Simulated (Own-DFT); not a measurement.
# How strain changes the stress of wurtzite AlN, 128 atoms (Al64N64)

These are calculations, not measurements. They come from Own-DFT, an in-house plane-wave density functional program, since retired, whose code no person has reviewed. Each row is one single-point run on a periodic cell that was not relaxed, without spin or spin-orbit coupling.

Settings of every run: PBE; PseudoDojo norm-conserving scalar-relativistic files; cutoff 42 hartree; 3 x 3 x 3 k mesh centred on Gamma; Gaussian smearing of 0.01 eV.

Known limits: k mesh not checked against a denser one; stress not checked against mesh or cutoff.

Unstrained cell vectors in Å: (12.448, 0.000, 0.000); (-6.224, 10.780, 0.000); (0.000, 0.000, 9.964). The unstrained cell has measured lattice constants (interpolated for alloys), not those of this functional. That, the random moves and any unrelaxed bonds set the pressure at no strain. Each run strains this cell uniformly, with the atoms carried along. Every atom was also moved at random, by a Gaussian of width 0.05 Å on each axis. Strain is the symmetric tensor, in per cent. Stress is positive in tension, and the pressure is minus a third of its trace.

```
run,e_xx (%),e_yy (%),e_zz (%),e_yz (%),e_xz (%),e_xy (%),s_xx (GPa),s_yy (GPa),s_zz (GPa),s_yz (GPa),s_xz (GPa),s_xy (GPa),P (GPa),E (meV/atom)
1,-0.26,-1.54,-0.49,-1.39,-1.61,-0.64,-10.35,-12.88,-9.36,-3.81,-4.62,-2.62,10.86,24.8
2,-0.96,1.80,-1.61,-0.11,-1.66,-0.16,-9.59,0.30,-12.65,-0.69,-4.04,-0.17,7.31,16.8
3,-0.85,-1.53,1.89,1.91,-1.41,-0.44,-11.18,-12.97,1.04,5.31,-3.38,-0.68,7.70,31.2
4,0.78,1.95,0.29,-1.87,0.61,1.33,-0.44,3.88,-1.88,-4.78,0.76,3.74,-0.52,0.0
5,-0.58,0.73,1.62,0.76,-0.88,-1.08,-5.61,-1.93,0.62,2.17,-2.37,-2.34,2.31,9.7
6,0.17,0.12,-1.69,-0.18,1.46,1.65,-5.39,-6.61,-16.60,-0.54,3.93,5.47,9.53,42.0
7,1.42,-2.00,-1.10,-1.25,1.86,-0.98,-1.54,-14.92,-13.68,-3.76,4.58,-3.21,10.04,45.4
8,1.02,1.33,1.62,-1.03,0.88,-1.37,-0.63,2.51,2.94,-1.44,2.35,-5.19,-1.61,17.3
9,0.38,-0.13,-0.32,1.81,-1.81,1.09,-4.65,-6.28,-7.82,5.20,-4.87,5.03,6.25,23.7
10,1.57,-0.40,-1.65,-0.84,0.40,-1.05,0.23,-6.31,-14.68,-2.32,0.53,-3.50,6.92,18.5
11,-1.43,-1.87,1.03,0.87,0.54,1.29,-15.26,-17.87,-2.62,2.74,1.41,5.80,11.92,48.4
12,1.27,-0.23,1.65,1.87,-1.90,1.88,0.76,-4.83,1.89,4.55,-4.10,6.27,0.73,20.7
13,1.43,-1.96,0.46,-1.17,1.10,-1.39,-1.27,-11.48,-6.36,-3.61,2.95,-5.50,6.37,22.6
14,0.03,-0.05,-0.94,0.93,1.26,0.86,-7.11,-5.87,-10.93,2.00,3.39,3.21,7.97,24.8
15,-0.76,-0.14,-1.97,-0.24,0.78,-0.27,-12.44,-7.02,-16.74,-0.21,1.70,-1.66,12.07,21.2
16,0.28,-1.90,-0.84,1.42,0.91,1.79,?,?,?,?,?,?,?,?
```

E is the free energy for each atom above the lowest run shown.

## Worked fit

Each stress component was fitted by least squares to a constant and the strains of the runs shown, as fractions, with shears doubled. Shear strains stay in the fit of a normal stress only where such slopes are resolved. The slopes, in GPa:

```
stress  at no strain  per e_xx  per e_yy  per e_zz  scatter
  s_xx          -6.4  492 ± 25  111 ± 19   54 ± 18     0.95
  s_yy          -5.9  137 ± 27  467 ± 20   41 ± 19     1.00
  s_zz          -6.5   16 ± 25   94 ± 19  498 ± 18     0.93
```

Each shear stress against twice its own strain: yz 132 ± 8, xz 131 ± 5, xy 165 ± 9 GPa. These are stiffnesses along x, y and z of the frame in which the cell vectors are given, which need not be the crystal's axes. The atoms are held to the strained lattice; where symmetry lets them move under strain, relaxing them would lower some slopes. The table should be nearly symmetric about its diagonal, and what it lacks of that shows the noise. A ninth of its sum, 212 ± 5 GPa, estimates the bulk modulus near the mean pressure of these runs, 6.5 GPa, so it lies above the value at zero pressure.

## Withheld run

Question: what normal stresses and pressure should run 16 give?

The fit gives s_xx = -7.6, s_yy = -14.7, s_zz = -12.4 and P = 11.6 GPa. The calculation gave -7.31, -15.76, -13.07 and P = 12.05 GPa.
